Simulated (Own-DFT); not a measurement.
SiC (4H silicon carbide, atoms displaced) (calculated)

Computed with Own-DFT development build. A calculation, not a measurement: plane-wave PBE density functional theory by an unreviewed code, no spin, of a simulated periodic cell, stress positive in tension, free energy of the whole cell less one offset for each atom, forces on such cells passed a denser k mesh, this cell's mesh not checked; offsets are fitted by least squares, one for each functional and potential file, so energies compare only between cells with the same atoms and settings and are not formation energies; the far tail of each file's local potential was reset to the Coulomb form; each entry is a single point on an unrelaxed cell, so the pressure reflects the starting lattice, mostly measured values (interpolated for alloys), from which strain is counted, and rises with the displacements; printed positions are rounded, which can move forces by about a meV/angstrom; the program, named Own-DFT, is a retired in-house code; no spin-orbit coupling.

Settings shared by all entries: functional PBE; potential files PseudoDojo norm-conserving, scalar-relativistic, standard set; wave cutoff 42 hartree; occupations Fermi-Dirac; smearing width 0.1 eV; hardware one NVIDIA H100; k mesh 4 x 4 x 3 centred on Gamma.

(1) 
```xyz
72
Lattice="9.2481 0.0000 0.0000 -4.6241 8.0091 0.0000 0.0000 0.0000 10.0681" Properties=species:S:1:pos:R:3:force_x:R:1:force_y:R:1:force_z:R:1 formula=SiC free_energy_of_cell_above_offsets=-2.061 pressure=6.46 stress_xx=-7.23 stress_yy=-6.4 stress_zz=-5.75 stress_yz=-0.12 stress_xz=-0.38 stress_xy=1.59 wall_time=352.3
Si     0.0211     0.0316     4.0569       0.09     -0.222      1.753
Si    -0.0993     1.7558     1.5377       2.76      2.082      0.843
C      9.1849     0.0969     0.9563       0.51     -3.982     -1.561
C     -0.0350     1.7490     3.3976     -0.015      1.911       1.47
Si    -1.5297     2.7507     3.9920      0.096     -0.973      2.093
Si    -1.4874     4.4659     1.5888     -1.399      -1.62     -0.044
C      7.6968     2.6467     0.9672     -1.042      0.944     -0.977
C     -1.5250     4.5488     3.4200     -1.054     -2.222      0.313
Si    -3.0401     5.2669     4.1472     -2.403      2.162     -0.516
Si    -3.0782     7.0865     1.4934     -0.373       2.25      2.396
C     -3.0201     5.3366     1.0451     -1.157     -0.051     -1.702
C     -3.1513     7.1191     3.4613      2.106     -0.525     -0.425
Si     3.1130     0.0702     3.9761     -2.472     -1.986      2.628
Si     3.1701     1.6605     1.5831     -2.542      3.089       0.38
C     -1.4762     7.9679     0.9528     -2.681       0.64      -2.15
C      2.9755     1.7691     3.5417      2.068      1.823     -1.604
Si     1.5146     2.7896     4.1527     -0.419     -1.797      -0.58
Si     1.6291     4.4410     1.5549     -2.849     -0.963      0.181
C      1.4887     2.6619     0.9915      0.917     -1.056     -0.689
C      1.6010     4.5097     3.4872     -3.525     -0.345      -1.39
Si    -0.1605     5.4469     4.0672      4.098     -0.493      2.042
Si    -0.0136     7.1829     1.4425      1.807     -2.835       2.52
C     -0.1248     5.3286     0.9612      3.918      1.604     -1.543
C     -0.0767     7.1454     3.4326      1.954      1.149     -1.307
Si     6.0733     0.0714     4.1501      1.563      -0.79     -2.434
Si     6.2742     1.6550     1.6442     -2.432      3.329     -0.032
C      6.2344     0.0003     0.9453     -1.422     -0.835     -0.301
C      6.0749     1.9195     3.5882      4.803     -3.925     -2.931
Si     4.6623     2.6525     4.0605     -5.499       2.82      2.019
Si     4.6722     4.5433     1.6259     -1.485     -2.541     -0.183
C      4.5733     2.6761     0.9372      2.513     -0.082      1.433
C      4.5930     4.4612     3.4826      0.304     -0.013      0.143
Si     2.9864     5.3820     4.0251      3.825      1.204      3.145
Si     3.0329     7.0776     1.5998      1.554      0.217      0.338
C      3.0529     5.2992     0.8691      2.202      1.868      2.337
C      3.1858     7.1613     3.4967     -3.695      -0.22     -1.086
Si     9.1234     0.0373     9.1279       3.26      0.219      0.167
Si     4.6075     6.2116     6.6430      1.362     -0.771     -1.819
C      4.5887     7.8942     6.0572      0.146      3.261     -1.376
C      4.6709     6.2983     8.4131      0.213      0.055      3.986
Si    -3.1110     5.3963     9.2667      1.252     -0.159       -2.7
Si     6.1424     3.5534     6.6702     -0.529      0.366     -1.974
C      6.1069     5.2868     6.0000       1.44      0.879      0.394
C      6.2933     3.6589     8.4634      -2.78     -0.125        1.9
Si     7.6320     2.6562     9.0257      3.422      1.477      2.471
Si     7.6732     0.8518     6.7338      0.277      0.632     -4.474
C      7.6491     2.7426     5.9615      0.642     -1.865      0.073
C      7.6748     0.9233     8.5054     -1.164     -0.602      0.748
Si     6.1001     0.0260     9.1168      1.864     -1.441      0.777
Si     1.6244     6.3143     6.6257     -1.256     -3.114      0.758
C      1.5018     7.9458     5.9073      1.037      2.144      2.538
C      1.5010     6.2458     8.5772      1.149      0.949     -0.758
Si     3.2095     5.4821     9.1707     -2.941      -3.12     -2.596
Si     3.1505     3.4562     6.5703     -3.379      3.751      3.101
C      3.1502     5.4131     6.0639     -2.131     -2.354     -1.926
C      3.0974     3.5542     8.5652      1.688      0.616     -0.849
Si     4.7539     2.6584     9.1794     -2.362      1.323     -0.924
Si     4.6221     0.7956     6.5601      0.485      2.363      1.464
C      4.5620     2.6929     6.0151       3.77      -2.75     -1.543
C      4.6851     0.9030     8.5692     -1.374      0.406     -1.982
Si     3.1039     0.0012     9.0506      0.125      0.657      1.006
Si    -1.5409     6.2396     6.6430      0.021     -0.907     -1.747
C     -1.4566     7.9761     5.9901     -2.993     -0.047     -1.052
C     -1.4994     6.2469     8.4643     -3.219      1.115       0.97
Si    -0.1193     5.4038     9.0717      3.723     -2.303      1.837
Si    -0.0681     3.5272     6.6671      1.541      1.599     -1.217
C      0.0454     5.3691     6.0324     -0.897     -0.358     -0.969
C      0.0921     3.6258     8.4858     -2.313     -1.361      0.942
Si     1.5544     2.6384     9.1170      0.735      1.645      1.079
Si     1.4823     0.8563     6.6178      1.418      0.248     -0.984
C      1.5340     2.6974     6.0395     -0.904     -0.949     -1.031
C      1.6186     0.9272     8.4538     -1.951       -1.1       1.13
```

Units: free_energy_of_cell_above_offsets in eV; pressure, stress_xx, stress_yy, stress_zz, stress_yz, stress_xz, stress_xy in GPa; wall_time in s; force_x, force_y, force_z in eV/Å.

(2) 
```xyz
72
Lattice="9.2481 0.0000 0.0000 -4.6241 8.0091 0.0000 0.0000 0.0000 10.0681" Properties=species:S:1:pos:R:3:force_x:R:1:force_y:R:1:force_z:R:1 formula=SiC free_energy_of_cell_above_offsets=-4.154 pressure=5.98 stress_xx=-3.21 stress_yy=-6.46 stress_zz=-8.26 stress_yz=1.19 stress_xz=0.62 stress_xy=1.39 wall_time=341.1
Si    -4.6049     8.0002     4.1149     -0.337      0.799      0.439
Si     0.0401     1.8056     1.5512      0.502     -0.354     -0.107
C      0.0040     0.0296     0.8951      0.037      0.304      3.844
C     -0.0400     1.7917     3.4028      0.974     -0.548      1.522
Si    -1.5370     2.6666     4.1369     -1.212      0.443     -0.894
Si    -1.5594     4.3856     1.5619     -0.907      1.757      0.702
C     -1.4244     2.6760     0.9498     -2.901     -0.616       -0.2
C     -1.6164     4.5210     3.4566      2.567     -2.078      0.313
Si    -3.0388     5.3267     4.1380     -2.325      0.131     -0.445
Si    -3.1076     7.1597     1.6391      0.619     -0.857     -1.492
C      6.0707     5.3473     0.9096      3.111      0.486     -0.383
C     -3.1162     7.1194     3.5100      1.348      0.403      0.033
Si     3.1278     0.0913     4.1353     -0.169     -2.766     -1.294
Si     3.0220     1.7623     1.5064      1.303      0.333      0.683
C     -1.5255     8.0089     0.8971     -0.854     -0.217      0.782
C      3.1034     1.7955     3.4827     -0.352     -1.108     -1.187
Si     1.6050     2.5605     4.1081     -1.893      1.974     -1.925
Si     1.4989     4.5133     1.5925      1.533      -1.03     -1.106
C      1.5450     2.7052     0.8800     -0.167     -0.378      1.585
C      1.6343     4.3513     3.4282     -1.264      1.495      1.742
Si     0.0557     5.3349     4.1738      -0.29     -0.419     -4.804
Si    -0.0130     7.0855     1.5887     -0.291      0.284     -1.465
C     -0.0601     5.2866     0.9765      0.486      1.309     -0.153
C      0.0733     7.0973     3.3774     -0.588      0.173      3.413
Si     1.6074     7.9894     4.1090     -1.388      -0.05     -0.993
Si     6.1456     1.7346     1.5532      0.314       0.85      0.509
C      6.0961     0.0273     0.8827      1.135     -0.979      1.752
C      6.0302     1.7088     3.4880      3.603      0.422     -0.872
Si     4.6236     2.6297     4.0361     -0.771      1.821      1.349
Si     4.6635     4.4798     1.4851     -2.637     -1.479       1.61
C      4.6322     2.6237     0.9473     -0.056      1.031     -0.906
C      4.5531     4.4255     3.4134      2.011      0.589      0.894
Si     3.1299     5.4163     4.0960     -0.921     -1.896     -1.225
Si     3.0869     7.2338     1.6663     -0.471     -1.837     -5.004
C      3.0949     5.3407     0.8824     -0.586      1.171      1.462
C      3.1138     7.1808     3.3879      0.186     -0.543      3.637
Si     4.5891     7.9855     9.2462      0.402      0.552     -4.447
Si     4.5826     6.1677     6.5784      0.867     -0.357      1.336
C      4.6336     7.9258     6.0761     -0.378      1.437     -1.955
C      4.6588     6.2289     8.5668     -0.368      0.717     -2.228
Si    -3.0953     5.3741     9.0607      0.736     -1.329      1.462
Si     6.2662     3.5024     6.7016     -2.141      0.055      -4.65
C      6.2062     5.2685     6.0236     -0.337      0.412      0.345
C      6.1701     3.4453     8.3838      0.301      2.153      5.334
Si    -1.5157     2.7251     9.1540      0.318     -1.304      -1.02
Si     7.6970     0.8875     6.5981      1.124     -1.205      1.331
C      7.6916     2.6067     6.0427      1.605      1.302     -1.508
C      7.7278     0.8824     8.4885     -0.432      0.218      1.006
Si     1.4779     8.0088     9.1393      2.747     -0.891     -0.763
Si     1.5233     6.3709     6.6429      0.151     -4.619      0.907
C      1.6505     7.9280     5.9421     -1.956      3.292     -0.445
C      1.4904     6.1979     8.5258      1.028      1.254     -0.416
Si     3.1771     5.3512     9.0958     -2.732      0.915      1.215
Si     3.0406     3.5425     6.5493      0.416      -0.85      1.154
C      3.0136     5.2894     5.9617      0.513       1.32        0.2
C      3.0537     3.6559     8.5621      0.587      -3.27      -2.23
Si     4.6416     2.6731     9.0807      -0.94     -0.608      0.652
Si     4.5198     0.9185     6.5946      1.711     -3.037      0.664
C      4.6111     2.5397     5.9857     -0.023      3.684     -1.055
C      4.6906     0.8245     8.4718      -2.57      1.748     -0.742
Si    -1.5077     7.9621     9.0472     -0.268      3.892      2.169
Si    -1.4728     6.2355     6.5947     -1.568     -1.859      1.409
C     -1.6058     7.8919     5.9982      0.827      3.316     -0.377
C     -1.4966     6.2978     8.7206     -2.248     -2.885      -4.72
Si    -0.0713     5.4064     9.1643      2.951      -1.29      1.246
Si     0.0353     3.6478     6.5910     -0.918     -2.145      1.268
C     -0.0165     5.3299     5.9085      0.959      1.342      2.864
C     -0.0055     3.6990     8.5546      0.201     -2.506     -1.608
Si     1.5506     2.5795     9.1363     -0.136      3.054     -0.693
Si     1.5167     0.9297     6.6305       -0.5     -2.508      0.015
C      1.4474     2.5746     5.8987      1.165      2.002      1.806
C      1.5722     0.8828     8.4730      -0.45     -0.623      0.658
```

Units: free_energy_of_cell_above_offsets in eV; pressure, stress_xx, stress_yy, stress_zz, stress_yz, stress_xz, stress_xy in GPa; wall_time in s; force_x, force_y, force_z in eV/Å.
